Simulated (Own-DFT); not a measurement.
AlN (wurtzite, atoms displaced) (calculated)

Computed with Own-DFT development build. A calculation, not a measurement: plane-wave PBE density functional theory by an unreviewed code, no spin, of a simulated periodic cell, stress positive in tension, free energy of the whole cell less one offset for each atom, forces on such cells passed a denser k mesh, this cell's mesh not checked; offsets are fitted by least squares, one for each functional and potential file, so energies compare only between cells with the same atoms and settings and are not formation energies; the far tail of each file's local potential was reset to the Coulomb form; each entry is a single point on an unrelaxed cell, so the pressure reflects the starting lattice, mostly measured values (interpolated for alloys), from which strain is counted, and rises with the displacements; printed positions are rounded, which can move forces by about a meV/angstrom; the program, named Own-DFT, is a retired in-house code; no spin-orbit coupling.

Common to all runs: functional PBE; potential files PseudoDojo norm-conserving, scalar-relativistic, standard set; wave cutoff 42 hartree; occupations Fermi-Dirac; smearing width 0.1 eV; hardware one NVIDIA H100; k mesh 2 x 2 x 2 centred on Gamma.

(1) 
```xyz
128
Lattice="12.4480 0.0000 0.0000 -6.2240 10.7803 0.0000 0.0000 0.0000 9.9640" Properties=species:S:1:pos:R:3:force_x:R:1:force_y:R:1:force_z:R:1 formula=AlN free_energy_of_cell_above_offsets=-22.549 pressure=12.36 stress_xx=-13.46 stress_yy=-12.8 stress_zz=-10.81 stress_yz=-0.3 stress_xz=-2.39 stress_xy=0.36 wall_time=426.2
Al    -0.0617     1.9540     0.1573      -0.09     -1.364     -9.528
Al     1.5229     0.9459     2.4320      0.152      -0.63     -0.122
N     -0.0291     1.8095     1.7604      0.503     -2.403      8.114
N      1.6187     0.9584     4.3788     -7.245     -3.661     -2.979
Al    -0.1105     1.8620     4.8603      1.502      0.998      2.624
Al     1.6577     0.6802     7.3792     -3.005      10.25      4.623
N      0.0416     1.8843     6.8188     -0.852     -2.281     -0.179
N      1.5221     0.9450     9.3607     -0.202     -1.822      0.416
Al    -1.5041     4.4856     0.0609     -2.487     -0.433     -0.112
Al    -0.0536     3.5184     2.3897      0.239      3.988      2.064
N     -1.6177     4.5317     1.9645     -0.899     -1.172     -0.851
N      0.0504     3.6801     4.4557     -1.299       -1.2      -1.76
Al    -1.5210     4.4619     5.2054      0.384      1.082     -2.581
Al     0.0702     3.6736     7.4955      3.345     -3.838      0.309
N     -1.2814     4.5422     7.0908     -7.561      2.599     -3.476
N     -0.0679     3.6477     9.3311      2.104     -0.803      1.599
Al    -3.0377     7.2430     9.8672     -0.517     -2.986      2.418
Al    -1.6173     6.3984     2.3607      2.902     -6.069        3.7
N     -2.9814     7.1949     2.0424     -7.969      2.876     -2.656
N     -1.4750     6.3072     4.2724     -3.119      -1.07      2.782
Al    -3.2501     7.0461     4.9453      7.331      4.602      0.773
Al    -1.7197     6.3040     7.5822      3.833     -0.375      -0.55
N     -3.0615     7.3510     6.9607     -2.399     -4.113     -1.829
N     -1.6279     6.2289     9.4112      0.223      0.371     -0.144
Al    -4.7218     9.8076     0.1254      4.662      3.879     -3.506
Al    -3.2070     8.9943     2.1704      4.651     -1.624      3.829
N     -4.6003     9.8545     1.8233     -4.686      2.476       2.88
N     -3.0132     9.1297     4.4313     -5.195     -2.383     -1.631
Al    -4.6868    10.0240     5.1023      0.767      -2.16     -4.198
Al    -3.0881     9.0140     7.3907      2.262      2.338      1.208
N     -4.6166     9.9485     6.8663     -0.969     -7.359     -0.469
N     -2.9080     8.9113     9.5282     -3.092       3.56     -1.937
Al     3.0810     1.7674     9.9348      -0.35      1.282     -0.579
Al     4.7157     0.9872     2.6324     -0.956     -0.902      -3.57
N      3.0584     1.7400     1.8607       1.83      0.856      1.573
N      4.9083     0.8873     4.3758     -5.147     -1.128     -0.212
Al     2.9308     1.7352     4.8293       7.66      5.203      3.836
Al     4.5556     0.9926     7.4459       2.62     -2.134     -0.272
N      3.0127     1.8241     6.9938      0.857     -2.521     -3.376
N      4.6767     0.9922     9.3364     -3.726     -2.724     -0.547
Al     1.5997     4.4694     9.8985     -0.775     -0.424      1.907
Al     3.2766     3.5398     2.6339      -2.08      1.576     -4.327
N      1.5440     4.6045     1.8897      0.951     -3.908      0.234
N      3.1024     3.6670     4.3963      0.294     -1.681      1.227
Al     1.4691     4.7659     4.9133      0.266     -8.773      1.534
Al     3.1324     3.4998     7.4247     -0.003      3.478      0.212
N      1.6014     4.5022     6.7503      1.002     -2.145      0.771
N      3.0909     3.6195     9.2935      1.753     -0.614      0.367
Al    -0.0654     7.0000     9.9560      1.152      2.884      0.891
Al     1.6466     6.2945     2.5112     -4.675      -0.95      0.793
N     -0.0806     6.8821     1.9374      4.113      4.799     -1.625
N      1.5889     6.2911     4.4861        1.3      8.375     -2.598
Al    -0.1697     7.2828     5.0478      1.754     -4.878      1.592
Al     1.6629     6.1500     7.2829     -3.369      2.261      3.069
N      0.0417     7.1795     7.0106     -0.954     -1.129     -1.531
N      1.4423     6.1724     9.4745      3.464      1.861     -2.506
Al    -1.5815     9.9761     0.1909      2.596     -0.031     -8.753
Al    -0.2262     9.0583     2.6555       4.64     -2.843     -1.525
N     -1.5204     9.9037     1.7970     -1.611      1.486      7.511
N      0.0762     8.8380     4.4957      0.091       5.87     -1.973
Al    -1.5423     9.8398     4.8859      2.799      1.338      1.671
Al    -0.0688     8.9331     7.3666      2.146      0.924      2.701
N     -1.4324     9.8468     6.7102     -3.307      1.814      1.958
N      0.0585     9.0832     9.3616     -2.954     -1.789     -0.921
Al     6.0369     1.7251     0.0425      4.436      2.617     -1.775
Al     7.7194     0.9150     2.4789      1.836     -0.761     -0.665
N      6.1517     1.9032     1.7792      0.496     -0.982      4.239
N      7.7064     0.8829     4.4188       1.68      0.276     -1.268
Al     6.2236     1.8170     4.9094      2.514      0.463      3.923
Al     7.8243     0.8828     7.3925     -4.947     -0.261      2.646
N      6.1938     1.6799     6.8565      0.024      1.469      0.094
N      7.6830     0.9631     9.4487     -0.857     -0.385     -1.865
Al     4.8697     4.4530     9.8184     -4.776      0.113       1.98
Al     6.3602     3.5391     2.6272     -2.071      1.596     -1.299
N      4.7403     4.5688     1.7577      0.055     -1.292      2.302
N      6.3226     3.6198     4.6486     -2.631     -0.769      -4.32
Al     4.6719     4.4385     4.9629      0.251     -0.265      2.572
Al     6.1477     3.4805     7.5645      4.696     -3.176     -0.423
N      4.9934     4.4402     6.9293     -7.874      3.982     -2.541
N      6.2052     3.5494     9.3270      3.346     -1.199      1.143
Al     3.2846     7.1403     9.9366     -4.543      0.556      0.127
Al     4.5547     6.2704     2.4894      1.492     -0.454     -0.372
N      3.0264     7.1657     1.9500      3.706      1.697      -1.11
N      4.5781     6.1854     4.4282      4.647     -0.572     -1.807
Al     3.3285     7.2353     4.7949     -6.265      0.101      3.227
Al     4.6162     6.3897     7.5861      1.911     -2.624     -3.751
N      3.0857     7.1132     7.0183      2.421      3.275     -1.593
N      4.8362     6.2151     9.3101     -1.524       1.69      1.928
Al     1.4698     9.9783     9.8730      0.761     -0.509      2.658
Al     3.1801     8.9544     2.5544     -4.104     -0.213      -0.57
N      1.6284     9.8706     1.8865     -1.532      0.396      1.158
N      3.1924     8.9896     4.4448     -0.425      0.262     -0.547
Al     1.6818     9.9267     5.0769      -1.75     -0.764     -4.113
Al     3.0247     9.0694     7.4344      1.708     -2.314      1.717
N      1.6855     9.9881     6.7775     -1.881      -1.56      2.794
N      3.0163     9.1229     9.4446      3.697     -2.408     -1.698
Al     9.1896     1.7761     9.9166      2.242      1.856      0.764
Al    10.8872     0.7577     2.5292     -1.338      2.041     -2.776
N      9.4824     1.8705     1.8372     -2.656     -0.526      0.974
N     10.8151     1.0384     4.2647      1.164     -2.298      2.037
Al     9.3485     1.8020     5.0087     -1.829      0.166       -0.6
Al    10.7479     0.8306     7.5269      2.239      3.067     -0.133
N      9.1764     1.7150     6.8697      4.524      3.327     -1.051
N     10.8436     0.9719     9.4017      0.421     -1.828      0.218
Al     7.7949     4.6245     9.9591      0.365     -5.284     -0.459
Al     9.1153     3.6801     2.5434      4.823     -1.451     -1.031
N      7.6986     4.5251     1.8290     -0.316      1.003      1.924
N      9.1904     3.5694     4.3976      0.898      1.149      1.841
Al     7.7172     4.5312     5.1085      2.385      -0.36      0.141
Al     9.1317     3.7341     7.4261      5.649     -4.011      2.137
N      7.7678     4.5581     6.9414     -2.459       1.33      -1.33
N      9.3259     3.6072     9.2406     -0.641      0.234      1.934
Al     6.1246     7.2094     0.0487      4.213      0.002      0.096
Al     7.7203     6.2994     2.6009      1.204      0.346     -2.396
N      6.2119     7.2735     1.9083     -0.461     -1.212      0.606
N      7.8087     6.2812     4.4644     -4.615     -1.646     -1.546
Al     6.2055     7.1042     5.0083     -0.661      1.173     -1.813
Al     7.7592     6.3127     7.3979      2.492     -0.374      3.116
N      6.3160     7.0203     6.7804     -3.269      4.036      1.842
N      7.9335     6.2406     9.5018      -2.72      4.801     -2.659
Al     4.7636     9.8182     0.0244     -2.785      2.639     -0.376
Al     6.1826     9.0458     2.3916      2.184     -1.253      2.187
N      4.6266     9.7041     1.9692        1.6      3.246     -2.482
N      6.0655     9.0677     4.2969      6.096     -2.827     -0.257
Al     4.7356     9.7453     5.0094     -3.412      4.217      0.532
Al     6.2293     9.0458     7.4889      0.377     -0.612     -0.675
N      4.7075     9.9331     6.7984     -0.088     -1.754      1.888
N      6.3885     9.0973     9.3818      -4.78     -3.882     -1.803
```

Units: free_energy_of_cell_above_offsets in eV; pressure, stress_xx, stress_yy, stress_zz, stress_yz, stress_xz, stress_xy in GPa; wall_time in s; force_x, force_y, force_z in eV/Å.

(2) 
```xyz
128
Lattice="12.4480 0.0000 0.0000 -6.2240 10.7803 0.0000 0.0000 0.0000 9.9640" Properties=species:S:1:pos:R:3:force_x:R:1:force_y:R:1:force_z:R:1 formula=AlN free_energy_of_cell_above_offsets=-20.312 pressure=12.57 stress_xx=-9.56 stress_yy=-10.69 stress_zz=-17.46 stress_yz=-1.84 stress_xz=-0.6 stress_xy=1.35 wall_time=433
Al     0.0825     1.8145     0.0667     -1.445      0.505     -14.49
Al     1.6200     0.8917     2.2904     -2.091       0.69       3.19
N     -0.0768     1.8689     1.5685      -0.51     -1.246      13.95
N      1.6297     0.9070     4.2732     -1.247     -1.404      0.487
Al    -0.0325     1.6408     5.1536      6.725      3.166     -4.667
Al     1.5645     0.7229     7.6181      0.272      4.817     -2.924
N      0.1407     1.9140     6.7417     -0.181     -2.581      7.169
N      1.4381     0.8036     9.3712      2.357      1.008      1.768
Al    -1.5303     4.3947     0.0666     -0.335      0.816     -4.611
Al    -0.0484     3.4504     2.4566      1.212      2.157      2.209
N     -1.4136     4.4686     1.7481     -2.078       0.97      5.283
N      0.1879     3.6630     4.4002     -5.911     -2.816     -2.216
Al    -1.5406     4.4653     4.8338      2.124     -1.288      2.647
Al    -0.0506     3.5908     7.3137     -1.445      0.576      0.306
N     -1.5849     4.6695     6.9054      -0.19     -3.159     -1.642
N     -0.1469     3.6430     9.1128      2.833     -1.421      3.729
Al    -3.1207     7.1261     9.9136      2.675      2.028      0.089
Al    -1.5562     6.4517     2.5679      0.383     -3.011     -0.621
N     -3.1105     7.2602     1.8918     -0.958     -1.612     -0.044
N     -1.3875     6.1521     4.4287     -2.426      4.433     -1.384
Al    -2.9861     7.3703     4.8521     -0.043     -4.637      3.082
Al    -1.6162     6.3079     7.5575      0.576      1.066      0.066
N     -3.1788     7.1140     6.8952      1.807      3.081     -1.349
N     -1.4165     6.2643     9.4364     -2.606      0.165      0.432
Al    -4.6670     9.8825     0.0995      2.385      0.081     -4.101
Al    -3.1930     8.8962     2.6410      1.217      2.976     -2.847
N     -4.5710     9.9558     1.7574     -0.352     -2.462      5.866
N     -3.1600     9.0783     4.4481      0.602     -0.924     -1.234
Al    -4.6969     9.7889     4.9574      -0.97      3.705     -0.069
Al    -3.1158     9.1676     7.4673      2.241     -2.561      -1.22
N     -4.5846     9.9111     6.8066     -1.364     -0.347     -0.042
N     -3.0231     9.0513     9.2520     -2.036     -1.089      2.319
Al     3.0976     1.8447     0.0878      0.745     -0.159     -4.316
Al     4.7405     0.7797     2.4740     -1.122       1.61      1.422
N      3.0112     1.8839     1.8480      2.284     -0.432      0.422
N      4.6828     0.8622     4.4024     -1.029       1.27      -1.21
Al     3.0814     1.8339     5.0440      0.767     -0.596     -0.048
Al     4.7543     0.9748     7.5629     -1.601     -1.559     -3.083
N      3.3153     1.8958     7.0712     -3.623     -0.924     -2.048
N      4.7563     0.8718     9.2675     -0.701      0.175      5.348
Al     1.5698     4.4598     9.9561     -2.695      1.116     -0.522
Al     3.1118     3.6639     2.2863      1.408     -1.398      3.363
N      1.6395     4.5377     2.0562     -2.629     -3.316     -4.452
N      2.8737     3.6226     4.3722      9.455     -4.141     -2.816
Al     1.6156     4.3801     4.9449     -4.937      7.056      2.522
Al     3.1957     3.6686     7.4003     -0.225      0.088      1.156
N      1.4460     4.3698     6.7844      3.507      1.114      0.569
N      3.0638     3.7330     9.3542      1.334     -2.663      0.854
Al     0.0002     7.2287     0.1409      0.428     -0.484     -1.087
Al     1.4839     6.1632     2.3972      0.158      5.693      4.347
N     -0.0946     7.3528     2.0520      2.373     -5.008     -3.044
N      1.6730     6.3818     4.4230     -1.371     -0.843     -0.322
Al    -0.0519     7.1486     5.2443      2.833      1.039     -3.223
Al     1.5167     6.0473     7.4267      0.165      3.787     -0.967
N     -0.0737     7.3054     7.0305      0.154     -2.452      0.138
N      1.6611     6.2310     9.2329     -1.955      0.377      3.403
Al    -1.5816     9.9041     9.9328      0.918      0.179      1.649
Al    -0.0795     8.9540     2.5841      5.571      0.279      2.871
N     -1.3125     9.8059     1.9922     -8.562      3.774     -3.835
N     -0.0784     9.1212     4.3690       0.81     -2.135      2.471
Al    -1.5995     9.9096     4.9630      1.385      1.169       0.64
Al    -0.1002     8.9609     7.6557      1.034      2.891     -2.241
N     -1.6136    10.0412     6.7819      0.415     -1.895      2.356
N     -0.0240     9.0078     9.5109      0.925     -0.081     -0.584
Al     6.3245     1.7198     0.0161     -2.542      2.636      0.791
Al     7.6723     0.8377     2.4161      0.452      2.688        2.3
N      6.0577     1.9629     1.9649       1.95     -2.212     -1.514
N      7.9894     0.8760     4.4209     -2.155      1.979     -1.567
Al     6.2590     1.6960     4.9460      0.251      1.048     -0.001
Al     7.6221     1.0423     7.6041      2.113     -1.155     -2.127
N      6.0951     1.7737     6.8195      3.503      1.937      0.358
N      7.8213     0.8332     9.5227     -0.086      1.525     -1.512
Al     4.6135     4.5445     0.0564      1.835     -3.003     -1.818
Al     6.1468     3.7468     2.4956      1.808      -4.86      3.068
N      4.7773     4.4793     1.9288     -4.777      2.464     -2.415
N      6.0078     3.6114     4.3707      2.087      0.757      0.321
Al     4.4057     4.5441     5.0223      2.682     -0.874      0.363
Al     6.2100     3.5307     7.6417      2.089     -0.467     -11.41
N      4.9569     4.4782     6.9520     -6.127      2.813     -2.387
N      6.2223     3.5189     9.1661      0.327     -0.143      14.92
Al     3.0846     7.1398     9.9632      0.346     -0.873     -0.158
Al     4.7513     6.2408     2.3551     -2.616     -0.369      2.693
N      3.2282     7.1282     1.9957     -1.895      0.483     -2.122
N      4.5779     6.3683     4.6242      10.52     -5.777     -4.613
Al     3.3214     7.2102     4.9164     -11.11       6.62      2.678
Al     4.7371     6.3556     7.4391     -0.863     -0.428     -1.331
N      2.9393     7.3092     6.7835      1.668      -3.81      0.776
N      4.5325     6.1284     9.2975      2.412       4.42      0.746
Al     1.5482     9.9381     0.0127      0.262     -3.417      1.221
Al     3.1311     8.9379     2.4230     -1.285      1.274       2.15
N      1.4774     9.8887     2.1370      1.777     -2.043      -3.43
N      3.1693     9.1452     4.5455      0.468      -2.51     -3.378
Al     1.5945     9.9255     4.9913     -1.074     -0.316      0.575
Al     3.0532     8.8848     7.5462      0.259      3.738     -4.086
N      1.5816    10.1480     6.8433       -0.8     -3.116      2.573
N      3.1793     8.8255     9.2760     -0.856      1.714      4.088
Al     9.3420     1.7804     9.9554      1.013     -0.203      -1.35
Al    10.8012     0.9513     2.2839      0.252      1.595      1.614
N      9.1529     1.9053     1.7934      1.398     -2.872      0.733
N     11.0617     1.1261     4.4582     -6.447     -4.236     -5.012
Al     9.4378     1.8490     5.1031      -0.69     -1.243     -0.177
Al    10.8330     0.9935     7.6379      0.387     -1.017     -8.843
N      9.3015     1.8411     6.9468     -0.175      1.208      0.913
N     10.9149     0.9000     9.2270       -0.1     -0.727      9.502
Al     7.9721     4.5448     0.2406     -1.426     -0.873     -7.166
Al     9.1177     3.5003     2.5114       3.25      1.087      1.842
N      7.6771     4.3833     1.8962       0.96      2.944      2.729
N      9.4465     3.5396     4.4137     -3.201      1.267      -1.54
Al     7.7073     4.5121     5.0289      0.127     -0.852       0.64
Al     9.2844     3.7108     7.5441       1.47     -0.703     -2.068
N      7.7579     4.5231     7.0070     -0.592      0.638     -2.113
N      9.3149     3.4843     9.3138      0.033      2.304      3.008
Al     6.2286     7.3278     0.0566      0.105     -2.014     -1.429
Al     7.7368     6.2555     2.4926      1.081       0.02     -4.222
N      6.1643     7.1627     1.9258      2.166      1.087     -0.421
N      7.9040     6.3953     4.1536     -0.207     -0.644      5.195
Al     6.3478     7.1536     4.8329     -2.114       0.37      1.435
Al     7.7506     6.3847     7.4116      0.208     -2.569      1.249
N      6.3460     7.2409     6.7044     -1.309      1.196      1.769
N      7.8121     6.3328     9.4172     -1.794     -0.477      0.391
Al     4.6692     9.7528     9.9270     -0.688      2.727     -2.196
Al     6.1747     8.8837     2.6267      0.075      2.185     -6.585
N      4.5644    10.0050     1.7360      0.941     -2.234      2.476
N      6.1692     9.0564     4.2678      1.691     -1.354      4.001
Al     4.7049     9.9916     4.7870      -0.76      1.446      3.821
Al     6.4213     9.0427     7.5406     -3.576     -0.163     -1.593
N      4.7172     9.9333     6.8986      1.058     -0.361       0.26
N      6.3150     9.1351     9.4695     -1.206     -3.464     -1.469
```

Units: free_energy_of_cell_above_offsets in eV; pressure, stress_xx, stress_yy, stress_zz, stress_yz, stress_xz, stress_xy in GPa; wall_time in s; force_x, force_y, force_z in eV/Å.
